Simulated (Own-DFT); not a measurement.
# Computed records: In3GaP4 (zincblende random alloy, atoms displaced), Al3GaAs4 (zincblende random alloy, atoms displaced), InGa3P4 (zincblende random alloy, strained, atoms displaced)

Computed with Own-DFT development build. A calculation, not a measurement: plane-wave PBE density functional theory by an unreviewed code, no spin, of a simulated periodic cell, stress positive in tension, free energy of the whole cell less one offset for each atom, forces on such cells passed a denser k mesh, this cell's mesh not checked; offsets are fitted by least squares, one for each functional and potential file, so energies compare only between cells with the same atoms and settings and are not formation energies; the far tail of each file's local potential was reset to the Coulomb form; each entry is a single point on an unrelaxed cell, so the pressure reflects the starting lattice, mostly measured values, from which strain is counted, and rises with the displacements; printed positions are rounded, which can move forces by about a meV/angstrom; the program is a retired in-house code; no spin-orbit coupling; before rounding, a Quantum ESPRESSO 7.3.1 run of the same cell and cutoff gave forces within 1 meV/angstrom rms on each cell, which checks the program and not the settings.

Common to all runs: functional PBE; potential files PseudoDojo norm-conserving, scalar-relativistic, standard set; wave cutoff 42 hartree; occupations Fermi-Dirac; smearing width 0.1 eV; k mesh 3 x 3 x 3 centred on Gamma.

(1) In3GaP4 (zincblende random alloy, atoms displaced)

```
In3GaP4
1.0
     11.5283     0.0000     0.0000
      0.0000    11.5283     0.0000
      0.0000     0.0000    11.5283
In Ga In P In Ga In P In Ga P In Ga P In P Ga In P In Ga In Ga P Ga In P
2 1 1 4 2 1 1 4 3 1 4 3 1 4 4 4 1 3 4 1 1 1 1 4 1 3 4
Direct
  0.99487 0.00275 0.99964
  0.99519 0.24496 0.24970
  0.25107 0.99716 0.25012
  0.24254 0.24740 0.99607
  0.12152 0.12036 0.12309
  0.13770 0.38655 0.37106
  0.38303 0.12275 0.37602
  0.37601 0.38093 0.12686
  0.99624 0.01573 0.48879
  0.99630 0.24311 0.74459
  0.25068 0.00264 0.75614
  0.24542 0.25555 0.49804
  0.11627 0.13041 0.62840
  0.12559 0.39323 0.88106
  0.38124 0.11977 0.89305
  0.37834 0.37375 0.63258
  0.00532 0.50844 0.00599
  0.99676 0.75200 0.25476
  0.24717 0.48604 0.24941
  0.25866 0.73500 0.99190
  0.12448 0.63819 0.11684
  0.13290 0.87002 0.36633
  0.36578 0.62523 0.37640
  0.38040 0.87728 0.10845
  0.00074 0.50236 0.49558
  0.98603 0.74178 0.74748
  0.24290 0.49457 0.75952
  0.25363 0.75939 0.50655
  0.13613 0.62094 0.62334
  0.13654 0.87630 0.87234
  0.37153 0.63342 0.87113
  0.37964 0.86618 0.62976
  0.49541 0.00349 0.99990
  0.49757 0.24287 0.24413
  0.75755 0.99544 0.24823
  0.75369 0.25803 0.00128
  0.61882 0.12825 0.12698
  0.62433 0.37544 0.36648
  0.88049 0.12062 0.37648
  0.89073 0.38056 0.12528
  0.49275 0.00414 0.50517
  0.48965 0.24538 0.74897
  0.74404 0.99650 0.75286
  0.74438 0.24908 0.50462
  0.62396 0.12787 0.63107
  0.61916 0.38567 0.87271
  0.87904 0.12779 0.87427
  0.87698 0.37358 0.62363
  0.49298 0.50350 0.01095
  0.50896 0.75449 0.25282
  0.75400 0.50727 0.24215
  0.75342 0.74793 0.01172
  0.62076 0.62515 0.12414
  0.62766 0.88795 0.37897
  0.86618 0.62791 0.38279
  0.88329 0.87004 0.13071
  0.50612 0.50197 0.49874
  0.49593 0.75334 0.74877
  0.75434 0.50251 0.74764
  0.75042 0.74584 0.50722
  0.62285 0.62680 0.62647
  0.62870 0.87573 0.86556
  0.87450 0.63202 0.87067
  0.88036 0.86946 0.62959
```

```
free energy of cell above offsets : -26.080 eV
pressure                          : 5.09 GPa
stress xx                         : -5.09 GPa
stress yy                         : -5 GPa
stress zz                         : -5.18 GPa
stress yz                         : 1.89 GPa
stress xz                         : 0.87 GPa
stress xy                         : 0.1 GPa
```

Force:
| element | x (eV/Å) | y (eV/Å) | z (eV/Å) |
| --- | --- | --- | --- |
| In | 0.835 | -1.08 | -0.6 |
| In | 1.302 | 0.554 | 0.351 |
| Ga | 0.553 | -0.109 | -0.55 |
| In | 0.203 | 0.698 | 0.395 |
| P | 0.953 | -0.184 | 1.246 |
| P | -3.387 | -2.521 | 1.662 |
| P | -1.5 | -0.984 | 0.361 |
| P | -0.526 | -1.817 | -0.304 |
| In | 2.353 | -3.369 | 2.252 |
| In | 0.01 | 1.912 | 1.335 |
| Ga | 0.164 | -0.156 | -0.129 |
| In | 0.83 | -0.512 | 0.511 |
| P | 2.488 | -1.555 | -0.569 |
| P | -1.407 | -3.072 | 0.348 |
| P | -2.492 | 1.553 | -3.376 |
| P | -0.349 | 1.275 | -1.539 |
| In | -0.685 | 0.76 | -0.736 |
| In | 0.625 | -1.186 | 0.563 |
| In | 1.336 | 3.493 | -1.998 |
| Ga | -0.783 | 1.976 | 0.642 |
| P | 1.362 | 0.026 | 0.817 |
| P | 0.791 | 1.033 | 1.387 |
| P | 1.418 | 0.744 | 0.463 |
| P | -1.59 | -2.091 | 2.526 |
| In | 0.389 | 0.041 | 0.333 |
| In | 3.366 | 0.751 | -0.35 |
| In | 1.98 | 1.175 | -1.682 |
| Ga | -0.19 | -0.826 | -0.561 |
| P | -0.571 | 1.219 | -0.522 |
| P | -0.324 | -0.555 | 0.198 |
| P | 0.294 | -1.188 | 0.531 |
| P | -1.787 | 2.903 | -1.706 |
| In | 3.015 | -1.423 | 0.428 |
| In | -0.322 | 1.265 | 0.759 |
| In | -0.791 | 0.628 | -0.275 |
| In | -0.57 | 0.128 | -0.192 |
| P | 2.034 | -0.817 | -0.873 |
| P | -0.245 | 0.498 | 0.842 |
| P | -2.801 | 2.181 | -1.472 |
| P | -1.344 | -0.207 | 0.177 |
| Ga | 0.633 | -0.41 | 0.114 |
| In | 0.735 | -0.091 | 1.259 |
| In | 1.58 | 0.785 | -0.924 |
| In | 0.122 | 0.342 | -0.825 |
| P | -0.826 | -1.112 | -0.818 |
| P | 0.137 | -0.671 | 0.303 |
| P | -1.239 | -0.219 | 0.25 |
| P | -0.013 | 0.268 | -0.264 |
| In | 0.212 | 0.441 | -1.844 |
| Ga | -0.817 | 0.275 | 0.104 |
| In | -0.034 | -0.662 | 0.428 |
| Ga | -0.276 | 0.214 | -0.89 |
| P | 0.669 | 1.935 | 0.363 |
| P | -1.204 | -0.99 | 0.496 |
| P | 0.997 | -0.427 | -1.104 |
| P | -1.498 | 0.088 | -1.708 |
| Ga | -0.539 | 0.012 | -0.158 |
| In | 1.337 | -0.898 | 0.83 |
| In | -0.469 | -0.146 | 0.134 |
| In | -0.778 | 1.489 | 0.02 |
| P | -0.77 | -1.049 | -0.462 |
| P | -0.491 | -1.275 | 2.741 |
| P | -1.479 | -0.969 | 2.696 |
| P | -0.626 | 1.909 | -1.432 |

(2) Al3GaAs4 (zincblende random alloy, atoms displaced)

```
Al3GaAs4
1.0
     11.3183     0.0000     0.0000
      0.0000    11.3183     0.0000
      0.0000     0.0000    11.3183
Al Ga As Al Ga Al As Ga Al As Al As Ga Al As Al As Al Ga Al Ga As Al Ga Al Ga As
3 1 4 1 1 2 4 1 3 4 4 4 1 3 4 4 4 1 1 1 1 4 1 1 1 1 4
Direct
  0.99858 0.99975 0.99860
  0.00222 0.25516 0.24818
  0.24816 0.00544 0.24941
  0.25113 0.24551 0.00416
  0.12641 0.12739 0.12883
  0.12666 0.37617 0.37265
  0.37487 0.12224 0.37391
  0.37411 0.37398 0.12602
  0.99927 0.00156 0.50132
  0.99700 0.25302 0.75038
  0.25152 0.99997 0.75177
  0.25096 0.25156 0.49752
  0.12611 0.12004 0.62353
  0.13004 0.37513 0.87002
  0.37524 0.12487 0.87673
  0.37363 0.37969 0.62893
  0.99601 0.49985 0.99849
  0.00187 0.75331 0.24862
  0.25089 0.49833 0.25422
  0.24867 0.74544 0.00118
  0.13112 0.62573 0.12689
  0.12640 0.87496 0.37731
  0.37658 0.62390 0.37911
  0.37627 0.87058 0.12987
  0.99790 0.49821 0.49916
  0.00476 0.74976 0.74653
  0.24523 0.50046 0.75343
  0.24730 0.75025 0.50239
  0.13040 0.62604 0.62720
  0.12416 0.87389 0.87715
  0.37666 0.62504 0.87303
  0.37109 0.86979 0.62715
  0.49971 0.00133 0.99998
  0.49924 0.25067 0.25084
  0.74974 0.99337 0.24758
  0.75224 0.25039 0.00021
  0.62530 0.12501 0.12217
  0.62446 0.37207 0.37634
  0.87480 0.12971 0.37901
  0.87815 0.37889 0.12398
  0.49909 0.00222 0.49863
  0.49904 0.24854 0.75101
  0.75447 0.99820 0.74943
  0.75086 0.24942 0.50233
  0.62293 0.12239 0.62361
  0.62900 0.37067 0.87374
  0.87527 0.12399 0.87553
  0.87673 0.37742 0.61969
  0.49680 0.49831 0.00300
  0.49679 0.75348 0.25153
  0.75503 0.49895 0.24987
  0.74768 0.74947 0.00333
  0.62577 0.62277 0.12698
  0.62361 0.87244 0.37805
  0.87579 0.62314 0.37212
  0.87301 0.87554 0.12637
  0.49974 0.50015 0.49854
  0.49972 0.75229 0.74869
  0.75358 0.49894 0.74926
  0.74904 0.75379 0.50565
  0.62511 0.62676 0.62554
  0.62530 0.87645 0.87621
  0.87510 0.61758 0.88049
  0.87351 0.87709 0.63071
```

```
free energy of cell above offsets : -20.042 eV
pressure                          : 3 GPa
stress xx                         : -3.01 GPa
stress yy                         : -2.98 GPa
stress zz                         : -3.01 GPa
stress yz                         : 0.32 GPa
stress xz                         : -0.22 GPa
stress xy                         : 0.12 GPa
```

Force:
| element | x (eV/Å) | y (eV/Å) | z (eV/Å) |
| --- | --- | --- | --- |
| Al | 0.248 | 0.048 | 0.343 |
| Al | -0.336 | -0.297 | 0.316 |
| Al | 0.3 | -0.886 | 0.178 |
| Ga | -0.058 | 0.465 | -0.449 |
| As | -0.705 | -0.303 | -0.485 |
| As | -0.223 | -0.085 | 0.467 |
| As | 0.015 | 0.497 | 0.051 |
| As | -0.058 | 0.034 | 0.194 |
| Al | -0.136 | -0.245 | -0.152 |
| Ga | 0.437 | -0.345 | -0.273 |
| Al | -0.171 | -0.17 | 0.053 |
| Al | 0.065 | -0.134 | 0.421 |
| As | 0.08 | 0.718 | 0.249 |
| As | -0.779 | -0.502 | 1.094 |
| As | -0.088 | -0.077 | -0.166 |
| As | 0.041 | -0.406 | -0.292 |
| Ga | 1.384 | -0.167 | 0.246 |
| Al | 0.081 | -0.352 | 0.126 |
| Al | 0.309 | 0.375 | -0.284 |
| Al | 0.524 | 0.423 | -0.245 |
| As | -0.783 | -0.441 | 0.109 |
| As | -0.233 | 0.3 | -0.201 |
| As | -0.384 | 0.271 | -0.261 |
| As | -0.704 | 0.859 | -0.75 |
| Al | 0.703 | 0.609 | -0.196 |
| Al | -0.553 | -0.264 | 0.664 |
| Al | 0.886 | 0.387 | -0.295 |
| Al | 0.353 | -0.17 | -0.377 |
| As | -0.817 | -0.442 | -0.441 |
| As | 0.198 | 0.067 | -0.011 |
| As | -0.149 | -0.143 | 0.293 |
| As | 0.351 | 0.868 | -0.32 |
| Ga | -0.101 | -0.386 | 0.232 |
| Al | 0.161 | -0.297 | -0.14 |
| Al | -0.312 | 0.895 | 0.668 |
| Al | 0.03 | -0.05 | 0.113 |
| As | 0.164 | 0.065 | 0.528 |
| As | 0.279 | 0.302 | -0.135 |
| As | 0.115 | -0.517 | -0.819 |
| As | -0.28 | -0.671 | 0.089 |
| Al | -0.212 | -0.636 | 0.272 |
| Al | 0.095 | 0.161 | -0.159 |
| Al | -0.867 | 0.465 | 0.388 |
| Al | -0.401 | 0.029 | 0.007 |
| As | 0.307 | 0.145 | 0.378 |
| As | -0.408 | 0.45 | 0.087 |
| As | 0.006 | 0.235 | -0.041 |
| As | -0.326 | -0.288 | 0.55 |
| Al | 0.509 | 0.047 | -0.481 |
| Ga | 0.572 | -0.813 | 0.289 |
| Al | -0.676 | -0.081 | 0.145 |
| Ga | 0.038 | -0.193 | -0.289 |
| As | -0.33 | 0.006 | 0.212 |
| As | 0.108 | 0.394 | -0.17 |
| As | 0.102 | 0.63 | 0.458 |
| As | 0.515 | -0.172 | -0.37 |
| Al | 0.264 | -0.131 | 0.392 |
| Ga | 0.235 | -0.157 | 0.255 |
| Al | -0.368 | 0.042 | -0.007 |
| Ga | 0.256 | -0.429 | -0.397 |
| As | 0.071 | -0.426 | 0.122 |
| As | 0.118 | -0.061 | -0.184 |
| As | -0.178 | 1.328 | -0.962 |
| As | 0.716 | -0.378 | -0.635 |

(3) InGa3P4 (zincblende random alloy, strained, atoms displaced)

```
InGa3P4
1.0
     11.3066     0.0000     0.0000
      0.0000    11.3066     0.0000
      0.0000     0.0000    10.9332
Ga P Ga In P Ga In Ga P Ga In Ga P Ga In P Ga In Ga In P Ga In Ga P Ga P
4 4 3 1 4 1 2 1 4 1 1 2 4 3 1 4 1 1 1 1 4 2 1 1 4 4 4
Direct
  0.00253 0.99789 0.00463
  0.00333 0.24762 0.25017
  0.25046 0.99495 0.25641
  0.25680 0.25313 0.00172
  0.11918 0.13154 0.12533
  0.12032 0.37495 0.37890
  0.37252 0.12510 0.37740
  0.37840 0.37329 0.12961
  0.00065 0.99552 0.50548
  0.00519 0.24847 0.74118
  0.25040 0.00066 0.75632
  0.25600 0.24954 0.50464
  0.13033 0.12535 0.62230
  0.12976 0.36869 0.87213
  0.37253 0.12397 0.87099
  0.37253 0.36871 0.63099
  0.00287 0.50109 0.98987
  0.00054 0.74848 0.25180
  0.24844 0.49635 0.24470
  0.24969 0.75333 0.00047
  0.12900 0.62586 0.11744
  0.12747 0.87457 0.37343
  0.37392 0.62586 0.37939
  0.37016 0.87114 0.12875
  0.00651 0.49652 0.50102
  0.99305 0.74472 0.75263
  0.25183 0.49279 0.75483
  0.24732 0.75122 0.50526
  0.13556 0.62035 0.61463
  0.12906 0.86371 0.87302
  0.38552 0.62415 0.87661
  0.37888 0.87319 0.61791
  0.49350 0.99568 0.00769
  0.50039 0.25287 0.24359
  0.74620 0.00280 0.24180
  0.75150 0.26110 0.99465
  0.62670 0.12571 0.12110
  0.62757 0.37665 0.37379
  0.87986 0.11810 0.37300
  0.87281 0.37514 0.12507
  0.50002 0.99939 0.49888
  0.50545 0.25293 0.74002
  0.74786 0.00128 0.75017
  0.74985 0.25375 0.50960
  0.62981 0.12714 0.61614
  0.62832 0.38187 0.87378
  0.87296 0.12851 0.87918
  0.87604 0.37481 0.63058
  0.48562 0.50677 0.99965
  0.50816 0.74508 0.25059
  0.75131 0.50162 0.24965
  0.75413 0.75497 0.00589
  0.62170 0.62471 0.12125
  0.62172 0.86817 0.38113
  0.87031 0.62191 0.37779
  0.87802 0.87516 0.11928
  0.49827 0.50401 0.50253
  0.50170 0.75230 0.75151
  0.75103 0.49675 0.74712
  0.74535 0.75330 0.50326
  0.62425 0.62290 0.63103
  0.62406 0.87271 0.87319
  0.87713 0.62609 0.88237
  0.87519 0.87712 0.61426
```

```
free energy of cell above offsets : -30.365 eV
pressure                          : 2.52 GPa
stress xx                         : -1.94 GPa
stress yy                         : -1.91 GPa
stress zz                         : -3.73 GPa
stress yz                         : 0.2 GPa
stress xz                         : -0.35 GPa
stress xy                         : -0.34 GPa
```

Force:
| element | x (eV/Å) | y (eV/Å) | z (eV/Å) |
| --- | --- | --- | --- |
| Ga | 0.153 | 0.334 | -0.828 |
| Ga | -0.818 | 0.377 | 0.354 |
| Ga | -0.107 | 0.777 | -0.529 |
| Ga | -0.372 | -0.617 | -0.113 |
| P | 1.29 | -0.797 | -0.175 |
| P | -0.664 | -0.567 | -0.491 |
| P | 1.496 | -1.012 | -1.536 |
| P | 0.642 | -0.613 | -1.581 |
| Ga | 0.584 | 0.64 | -0.926 |
| Ga | -0.296 | -0.4 | 0.785 |
| Ga | -0.123 | -0.567 | -0.582 |
| In | -0.868 | 0.383 | -0.966 |
| P | -1.442 | -1.631 | 1.187 |
| P | -0.424 | 0.338 | 0.251 |
| P | 0.188 | -0.312 | 1.193 |
| P | 0.234 | 3.233 | -0.448 |
| Ga | 0.193 | -0.563 | 0.761 |
| In | -0.211 | -0.432 | -0.153 |
| In | -0.239 | 0.605 | 1.023 |
| Ga | 0.567 | -0.616 | -0.144 |
| P | -0.491 | -0.114 | -1.127 |
| P | 0.474 | 0.588 | 1.443 |
| P | 0.594 | 0.586 | 0.106 |
| P | 0.529 | 0.019 | 0.287 |
| Ga | -0.849 | 0.403 | 0.031 |
| In | 0.79 | 0.17 | -1.577 |
| Ga | 0.259 | 0.71 | -0.27 |
| Ga | 0.647 | 0.252 | -0.937 |
| P | -0.466 | -0.64 | 1.128 |
| P | 0.368 | 1.95 | 0.65 |
| P | -1.983 | 0.911 | -0.898 |
| P | -0.397 | 0.266 | 1.102 |
| Ga | 0.2 | 0.261 | -0.596 |
| Ga | 0.586 | -0.747 | 0.942 |
| Ga | 0.389 | -0.524 | 0.797 |
| In | -0.329 | -0.869 | 0.41 |
| P | -1.148 | -0.436 | 0.402 |
| P | -2.113 | -0.269 | 0.368 |
| P | 0.051 | 0.02 | -0.275 |
| P | 2.753 | 0.349 | 0.224 |
| Ga | 0.116 | 0.157 | -0.247 |
| In | 0.561 | -0.793 | 1.5 |
| Ga | 0.295 | 0.081 | -0.082 |
| In | 1.23 | 0.117 | -2.208 |
| P | -1.108 | -3.044 | 1.13 |
| P | -1.383 | 1.585 | -0.275 |
| P | 1.507 | -1.458 | -1.539 |
| P | 1.531 | 1.226 | 0.491 |
| Ga | 1.72 | -1.062 | 0.616 |
| Ga | -0.86 | 0.069 | 0.26 |
| In | -0.44 | 0.062 | -0.458 |
| Ga | -0.698 | -0.448 | -0.602 |
| P | -0.314 | 0.697 | -0.724 |
| P | 0.275 | 0.913 | -0.962 |
| P | 0.791 | 0.695 | 1.971 |
| P | -0.902 | 0.884 | 0.252 |
| Ga | -0.027 | -0.442 | -0.076 |
| Ga | 0.018 | -0.146 | -0.324 |
| Ga | 0.162 | 0.712 | 0.62 |
| Ga | 0.231 | -0.77 | -0.06 |
| P | 0.239 | 0.256 | -0.358 |
| P | 0.189 | 0.416 | 0.498 |
| P | -1.828 | -1.311 | 0.382 |
| P | -0.957 | 0.159 | 0.899 |

(4) Al3GaAs4 (zincblende random alloy, atoms displaced)

```
Al3GaAs4
1.0
     11.3183     0.0000     0.0000
      0.0000    11.3183     0.0000
      0.0000     0.0000    11.3183
Al Ga Al As Al Ga As Al Ga Al As Ga Al As Al Ga Al As Ga Al As Al As Al As
2 1 1 4 3 1 4 1 1 2 4 3 1 4 1 1 2 4 1 3 4 4 4 4 4
Direct
  0.99409 0.00570 0.00755
  0.98496 0.22605 0.25103
  0.24496 0.99242 0.24458
  0.25652 0.24877 0.98720
  0.12277 0.11621 0.12505
  0.12620 0.37385 0.36232
  0.37492 0.11614 0.37155
  0.37201 0.37373 0.12438
  0.00645 0.00562 0.48287
  0.00526 0.24753 0.75207
  0.25034 0.00217 0.75470
  0.25201 0.25843 0.48714
  0.12990 0.11199 0.62138
  0.12322 0.37281 0.87103
  0.38800 0.12748 0.87432
  0.37085 0.36240 0.63147
  0.98997 0.50638 0.00667
  0.00799 0.76450 0.25230
  0.24227 0.49276 0.23669
  0.25652 0.75894 0.99236
  0.13272 0.62511 0.12708
  0.12107 0.87642 0.37210
  0.37826 0.63175 0.37118
  0.37962 0.89110 0.12090
  0.00470 0.49525 0.49734
  0.00496 0.74677 0.76122
  0.25438 0.50442 0.74739
  0.25378 0.75492 0.50239
  0.12133 0.62842 0.62683
  0.12536 0.87850 0.87461
  0.38121 0.62152 0.87481
  0.37681 0.87986 0.62722
  0.49443 0.99025 0.00226
  0.50845 0.25455 0.26148
  0.74804 0.00826 0.24694
  0.76097 0.25628 0.99090
  0.62081 0.13547 0.12746
  0.61985 0.37586 0.37128
  0.87472 0.12393 0.38636
  0.87690 0.38053 0.13118
  0.51010 0.01601 0.50249
  0.49765 0.24027 0.75062
  0.74936 0.00618 0.75164
  0.74629 0.25097 0.50214
  0.62069 0.11614 0.62137
  0.63314 0.38310 0.88449
  0.86705 0.12280 0.86352
  0.88866 0.38420 0.62190
  0.50795 0.49055 0.99616
  0.50332 0.75247 0.25632
  0.74482 0.50605 0.23920
  0.73898 0.74125 0.99580
  0.64050 0.62107 0.13224
  0.62780 0.88618 0.37299
  0.87730 0.61996 0.37830
  0.87238 0.88252 0.12442
  0.49256 0.49150 0.49894
  0.49760 0.75454 0.74332
  0.75219 0.49082 0.74623
  0.76284 0.75391 0.50629
  0.62726 0.63699 0.62702
  0.64061 0.87544 0.88379
  0.86851 0.62881 0.86107
  0.87862 0.86741 0.61863
```

```
free energy of cell above offsets : -14.371 eV
pressure                          : 4.05 GPa
stress xx                         : -4.08 GPa
stress yy                         : -3.94 GPa
stress zz                         : -4.13 GPa
stress yz                         : 0.37 GPa
stress xz                         : -0.1 GPa
stress xy                         : -0.08 GPa
```

Force:
| element | x (eV/Å) | y (eV/Å) | z (eV/Å) |
| --- | --- | --- | --- |
| Al | -0.125 | -0.541 | -1.358 |
| Al | 1.298 | 1.907 | -0.736 |
| Ga | 0.234 | 0.417 | 0.546 |
| Al | -0.642 | 0.164 | 0.953 |
| As | 0.557 | 1.411 | -0.363 |
| As | -1.038 | -0.662 | 0.305 |
| As | -0.132 | 0.906 | -0.049 |
| As | 0.859 | -0.533 | -0.37 |
| Al | -0.169 | -0.919 | 2.185 |
| Al | -0.113 | -0.486 | -1.062 |
| Al | 0.564 | -0.076 | -0.231 |
| Ga | -0.138 | -1.206 | 0.453 |
| As | -0.29 | 1.468 | -0.25 |
| As | 0.118 | 0.8 | 0.774 |
| As | -1.216 | -1.444 | 0.672 |
| As | 0.323 | 0.876 | -0.526 |
| Al | 0.869 | 0.322 | -0.918 |
| Ga | -1.489 | -1.906 | -1.109 |
| Al | 1.191 | 0.708 | 0.982 |
| Al | 0.037 | -0.701 | 0.659 |
| As | -0.981 | 1.393 | -1.121 |
| As | 1.834 | 0.062 | 0.863 |
| As | -1.018 | -1.167 | 0.206 |
| As | -1.246 | -3.008 | 1.501 |
| Ga | 0.814 | 0.865 | -0.797 |
| Ga | -0.14 | 0.705 | -1.09 |
| Ga | -0.497 | -0.272 | 0.032 |
| Al | -0.244 | -0.238 | -0.06 |
| As | 0.769 | -0.205 | -0.449 |
| As | -0.339 | 0.426 | 0.666 |
| As | 0.238 | 0.494 | 0.123 |
| As | -0.028 | 0.618 | -0.389 |
| Al | 2.65 | 2.052 | -1.368 |
| Ga | -1.907 | -1.206 | -1.316 |
| Al | -0.014 | 0.119 | -0.017 |
| Al | -0.42 | -0.434 | 1.293 |
| As | 0.642 | -0.381 | -1.099 |
| As | 1.599 | 1.157 | 1.154 |
| As | -1.674 | 0.05 | -0.415 |
| As | -0.035 | -1.23 | -0.098 |
| Ga | -2.291 | -2.614 | -1.946 |
| Al | 1.507 | 1.368 | -0.46 |
| Al | -0.198 | -1.927 | -1.332 |
| Al | 0.301 | 0.705 | 0.345 |
| As | 2.01 | 2.46 | 2.103 |
| As | 0.087 | -1.6 | -2.047 |
| As | 1.621 | 0.98 | 1.257 |
| As | -1.33 | -1.918 | 0.632 |
| Al | -1.224 | 1.413 | 1.55 |
| Al | 0.475 | 0.577 | -0.767 |
| Al | 2.197 | -2.108 | 3.058 |
| Al | 1.996 | 0.032 | 0.63 |
| As | -3.607 | 1.984 | -1.963 |
| As | 0.297 | -0.776 | 0.585 |
| As | -0.103 | 0.585 | -0.78 |
| As | -0.46 | -1.089 | -0.02 |
| Al | 0.29 | 1.019 | 0.696 |
| Al | 0.562 | -0.068 | 1.098 |
| Al | -0.369 | 1.089 | -0.608 |
| Al | -1.657 | -0.992 | -1.62 |
| As | -0.044 | -1.622 | -0.574 |
| As | -2.177 | 0.785 | -1.178 |
| As | -0.032 | -0.783 | 1.638 |
| As | 1.447 | 2.195 | 1.525 |
